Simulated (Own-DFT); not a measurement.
## Calculated data, Si23GeO48 (quartz with substituted atoms, atoms displaced)

All values are calculated (Own-DFT development build). A calculation, not a measurement: plane-wave PBE and HSE06 DFT by an unreviewed code, no spin, of a simulated cell at Gamma alone, so results move with cell size and shape, stress positive in tension, energies less offsets, not probed for a lower state with spin; oxygen file: force components 24 meV/angstrom off all-electron in a glass; k mesh not checked against a denser one; forces and stress are PBE's, HSE06 gives the energy alone, and its difference from PBE has offsets of its own; offsets are fitted by least squares, one for each functional and potential file, so energies compare only between cells with the same atoms and settings and are not formation energies; the far tail of each file's local potential was reset to the Coulomb form; each entry is a single point on an unrelaxed cell, so the pressure reflects the starting lattice, mostly measured values (interpolated for alloys), from which strain is counted, and rises with the displacements; printed positions are rounded, which can move forces by about a meV/angstrom; the program, named Own-DFT, is a retired in-house code; no spin-orbit coupling.

Si23GeO48 (quartz with substituted atoms, atoms displaced)

```cif
# cell vector a (Å): 9.8268 0.0000 0.0000
# cell vector b (Å): -4.9134 8.5103 0.0000
# cell vector c (Å): 0.0000 0.0000 10.8104
data_Si23GeO48
_symmetry_space_group_name_H-M 'P 1'
_symmetry_Int_Tables_number 1
_cell_length_a 9.8268
_cell_length_b 9.8268
_cell_length_c 10.8104
_cell_angle_alpha 90.000
_cell_angle_beta 90.000
_cell_angle_gamma 120.000
_cell_volume 904.06
loop_
_atom_site_label
_atom_site_type_symbol
_atom_site_fract_x
_atom_site_fract_y
_atom_site_fract_z
_atom_site_occupancy
Si1 Si 0.23499 0.00122 0.99310 1
Si2 Si 0.01242 0.24422 0.33466 1
Ge1 Ge 0.26895 0.26757 0.16764 1
O1 O 0.20406 0.13305 0.05631 1
O2 O 0.42484 0.29387 0.22403 1
O3 O 0.37278 0.08553 0.39313 1
O4 O 0.06900 0.35438 0.43997 1
O5 O 0.14545 0.22094 0.27925 1
O6 O 0.29419 0.43081 0.10980 1
Si3 Si 0.23859 0.99532 0.49964 1
Si4 Si 0.00668 0.23019 0.83270 1
Si5 Si 0.26588 0.26449 0.67087 1
O7 O 0.19036 0.12334 0.56065 1
O8 O 0.43030 0.30004 0.73057 1
O9 O 0.35006 0.06460 0.89218 1
O10 O 0.07139 0.37264 0.93852 1
O11 O 0.13258 0.20617 0.77755 1
O12 O 0.30453 0.42852 0.60253 1
Si6 Si 0.23659 0.49694 0.00288 1
Si7 Si 0.00726 0.73035 0.33592 1
Si8 Si 0.26558 0.76621 0.17713 1
O13 O 0.20702 0.63418 0.06014 1
O14 O 0.42864 0.80141 0.23415 1
O15 O 0.36394 0.56328 0.38957 1
O16 O 0.07996 0.87181 0.43287 1
O17 O 0.13715 0.69597 0.27396 1
O18 O 0.28082 0.91500 0.11163 1
Si9 Si 0.24034 0.50467 0.49821 1
Si10 Si 0.00283 0.74061 0.83274 1
Si11 Si 0.27563 0.77151 0.66940 1
O19 O 0.21376 0.63455 0.56128 1
O20 O 0.44104 0.80055 0.72004 1
O21 O 0.36354 0.56703 0.88987 1
O22 O 0.07064 0.85969 0.94344 1
O23 O 0.13471 0.71428 0.77545 1
O24 O 0.28723 0.92316 0.61090 1
Si12 Si 0.73618 0.99059 0.00142 1
Si13 Si 0.50380 0.24026 0.33397 1
Si14 Si 0.74934 0.26507 0.17054 1
O25 O 0.70419 0.13904 0.06151 1
O26 O 0.93255 0.30391 0.22933 1
O27 O 0.86169 0.07114 0.38488 1
O28 O 0.56604 0.36163 0.43614 1
O29 O 0.62009 0.20381 0.27116 1
O30 O 0.79678 0.43242 0.11044 1
Si15 Si 0.73441 0.99897 0.50146 1
Si16 Si 0.49689 0.23473 0.83227 1
Si17 Si 0.76034 0.26120 0.66507 1
O31 O 0.71029 0.13393 0.55997 1
O32 O 0.92226 0.28567 0.73126 1
O33 O 0.86162 0.07014 0.89004 1
O34 O 0.57264 0.36651 0.93693 1
O35 O 0.62443 0.20917 0.76977 1
O36 O 0.79944 0.43560 0.61018 1
Si18 Si 0.73457 0.49492 0.00508 1
Si19 Si 0.50049 0.73678 0.33079 1
Si20 Si 0.76197 0.76595 0.16163 1
O37 O 0.70759 0.63646 0.05876 1
O38 O 0.92828 0.79129 0.22388 1
O39 O 0.86639 0.57145 0.39420 1
O40 O 0.56409 0.86358 0.43831 1
O41 O 0.62140 0.70362 0.28324 1
O42 O 0.79115 0.93929 0.11027 1
Si21 Si 0.74208 0.50867 0.49870 1
Si22 Si 0.49824 0.73301 0.83522 1
Si23 Si 0.76545 0.77002 0.66325 1
O43 O 0.70831 0.63225 0.56180 1
O44 O 0.92286 0.78522 0.73014 1
O45 O 0.85650 0.57086 0.90267 1
O46 O 0.58084 0.87657 0.93946 1
O47 O 0.63528 0.70445 0.77260 1
O48 O 0.79405 0.92996 0.60712 1
```

| Item | Value |
| --- | --- |
| first functional | PBE |
| second functional | HSE06 |
| exact exchange share | 0.25 |
| screening | 0.11 1/bohr |
| exchange divergence | Gygi-Baldereschi |
| potential files | PseudoDojo norm-conserving, scalar-relativistic, made for PBE, standard set |
| wave cutoff | 48 hartree |
| occupations | fixed |
| k mesh | 1 x 1 x 1 centred on Gamma |
| PBE energy of cell above offsets | -15.973 eV |
| HSE06 less PBE above offsets | -0.213 eV |
| PBE pressure | 10.88 GPa |
| PBE stress xx | -12.85 GPa |
| PBE stress yy | -6.94 GPa |
| PBE stress zz | -12.85 GPa |
| PBE stress yz | 0.29 GPa |
| PBE stress xz | 1.93 GPa |
| PBE stress xy | 1.19 GPa |

Force:
```csv
element,x (eV/Å),y (eV/Å),z (eV/Å)
Si,-3.149,-3.539,7.507
Si,-4.077,-4.977,-4.283
Ge,-2.969,-1.913,-3.108
O,-0.095,-2.456,-2.696
O,9.105,1.479,3.641
O,-1.177,-3.431,1.826
O,0.992,6.297,6.492
O,-1.815,-2.335,3.343
O,-0.536,3.88,-1.211
Si,-1.468,3.245,-0.379
Si,-6.355,1.615,3.215
Si,-0.312,-0.343,-2.694
O,1.339,0.37,1.021
O,-1.401,0.062,-1.245
O,5.012,4.087,-5.924
O,0.595,-1.209,-0.532
O,4.816,-0.706,-1.942
O,-0.437,-0.417,0.534
Si,-2.668,1.339,-0.704
Si,-1.727,0.545,-2.604
Si,2.164,-0.798,-5.367
O,0.743,0.429,0.715
O,-0.406,0.678,-1.3
O,0.363,1.518,-1.24
O,-0.132,-0.818,0.209
O,-3.25,-1.65,3.942
O,-1.285,3.012,-1.813
Si,-0.11,-3.242,0.091
Si,-0.795,-3.799,2.599
Si,-1.101,-2.594,0.586
O,-0.985,1.202,0.771
O,-0.139,0.037,0.716
O,0.435,0.727,-0.25
O,-0.634,1.055,0.822
O,2.851,-0.287,-1.329
O,0.419,1.297,-0.352
Si,-3.171,7.379,-2.476
Si,-3.806,-0.324,-1.973
Si,6.128,0.274,-1.191
O,0.886,-1.751,-1.114
O,-1.898,-0.583,-0.48
O,-0.069,-0.069,0.909
O,1.872,5.337,4.216
O,2.457,-1.199,-0.096
O,0.227,-0.467,1.783
Si,-0.233,-0.049,-3.93
Si,-0.756,-0.932,2.167
Si,0.977,2.435,1.538
O,-0.989,-0.252,-0.572
O,-0.853,0.142,-1.032
O,0.952,-0.142,0.17
O,-0.289,-0.096,1.386
O,2.207,-0.993,-1.038
O,0.128,-1.218,-0.189
Si,-2.656,0.321,-0.471
Si,-4.63,-1.134,3.536
Si,0.41,0.882,3.704
O,-0.912,-0.711,-0.472
O,-0.295,-0.546,0.62
O,1.558,0.774,-1.696
O,0.872,1.988,2.448
O,8.282,-0.248,-5.201
O,4.064,-3.928,5.131
Si,-1.669,-4.22,1.253
Si,1.508,0.534,-0.166
Si,1.128,-1.643,2.003
O,-1.124,1.209,-0.212
O,-2.199,1.277,-2.563
O,3.214,3.15,-3.934
O,-2.638,-4.121,-2.123
O,-1.044,0.2,0.579
O,0.558,0.363,0.424
```
